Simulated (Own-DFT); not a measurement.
# Stretching a layer in its plane: wurtzite AlN, 72 atoms (Al36N36)

No measurement is shown. These are fixed-geometry runs of a retired plane-wave code named Own-DFT, which no person has reviewed; spin and spin-orbit coupling are neglected.

All runs used: PBE; PseudoDojo norm-conserving scalar-relativistic files; cutoff 42 hartree; 3 x 3 x 2 k mesh centred on Gamma; Fermi-Dirac smearing of 0.1 eV.

Keep in mind: forces on such cells moved up to 12 meV/angstrom on a denser k mesh; stress not checked against mesh or cutoff.

Unstrained cell vectors in Å: (9.336, 0.000, 0.000); (-4.668, 8.085, 0.000); (0.000, 0.000, 9.964). The unstrained cell has measured lattice constants (interpolated for alloys), not those of this functional. That, the random moves and any unrelaxed bonds set the pressure at no strain. Each run strains x and y alike by e, as a substrate would, and holds the height along z. Each coordinate of each atom was shifted by a normal deviate of width 0.05 Å. Stress is positive in tension.

| e (%) | u (Å) | (s_xx + s_yy)/2 (GPa) | s_zz (GPa) |
|---|---|---|---|
| -3.00 | 0.051 | -25.88 | -10.49 |
| -2.75 | 0.050 | ? | ? |
| -2.25 | 0.053 | -20.59 | -9.61 |
| -2.00 | 0.050 | -19.51 | -7.25 |
| -1.50 | 0.048 | -14.51 | -7.79 |
| -0.50 | 0.050 | -8.21 | -7.72 |
| -0.25 | 0.045 | -6.62 | -6.20 |
| 1.25 | 0.050 | 0.88 | -3.10 |
| 2.75 | 0.048 | 8.49 | -2.20 |
| 3.00 | 0.054 | 8.66 | -0.08 |

## Analysis

With e as a fraction, the in-plane stress is -5.4 + 587 e - 3568 e² GPa (errors 9 and 576, scatter 0.57), and s_zz is -5.6 + 156 e GPa (slope ± 15, scatter 0.93). At e = 0 the first slope is C11 + C12 and the second 2 C13, both with the ions held to the strained lattice and at the cell's own pressure. The term in e² is negative: the layer stiffens under compression and softens under tension. A free layer would change its height as e changes, and the in-plane slope would drop by 2 C13²/C33 to the biaxial modulus. At fixed height, a misfit of 1 % moves the in-plane stress by about 5.9 GPa and s_zz by 1.6 GPa.

## Check

Q: what are the two stresses at e = -2.75 %?

Estimate: -24.3 and -9.9 GPa. Computed: -22.81 and -13.06 GPa. This run lies off the fit, by chance or by something that the fit leaves out.
